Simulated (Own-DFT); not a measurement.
# Which defects push the lattice out? zincblende InP

Calculated, not measured: single-point runs of Own-DFT, a retired in-house plane-wave DFT program that no person has reviewed, on unrelaxed cells, without spin or spin-orbit coupling.

Method: PBE; PseudoDojo norm-conserving scalar-relativistic files; cutoff 36 hartree; 3 x 3 x 3 k mesh centred on Gamma; Fermi-Dirac smearing of 0.1 eV.

Limits (not all hold for every row): not probed for a lower state with spin; forces on such cells moved up to 12 meV/angstrom on a denser k mesh; stress not checked against mesh or cutoff.

All runs share one cell, with vectors in Å (11.737, 0.000, 0.000); (0.000, 11.737, 0.000); (0.000, 0.000, 11.737) and a volume of 1617.0 Å³. u is the rms random offset of the atoms per axis. The defect's site can differ from row to row.

```
cell,formula,u (Å),P (GPa)
no defect,In32P32,0.0189,3.20
no defect,In32P32,0.0204,3.20
no defect,In32P32,0.0464,3.51
two P vacancies,In32P30,0.0278,2.89
two P vacancies,In32P30,0.0288,2.97
two P vacancies,In32P30,0.0318,?
two P vacancies,In32P30,0.0351,2.98
one In on a P site and one P on an In site,In32P32,0.0284,3.64
one In on a P site and one P on an In site,In32P32,0.0298,3.63
one In on a P site and one P on an In site,In32P32,0.0468,3.93
```

## Fit

P = P0 + c u² + a shift for each defect gives P0 = 3.12 GPa, c = 190 ± 17 GPa/Å² and a scatter of 0.03 GPa. The shifts, and each times the cell's volume:

- one In on a P site and one P on an In site: 0.37 ± 0.03 GPa, 3.7 eV
- two P vacancies: -0.35 ± 0.03 GPa, -3.6 eV (-1.8 eV for each of its 2 sites)

Against the defect-free cell, a freed cell would be larger where the shift is positive and smaller where it is negative (160.2 GPa Å³ is 1 eV). The atoms around the defects weren't relaxed, which would change these numbers.

## Check

Q: what pressure belongs in the blank (two P vacancies, u = 0.0318 Å)?

From the fit: 2.96 ± 0.04 GPa. The run itself gave 2.98 GPa.
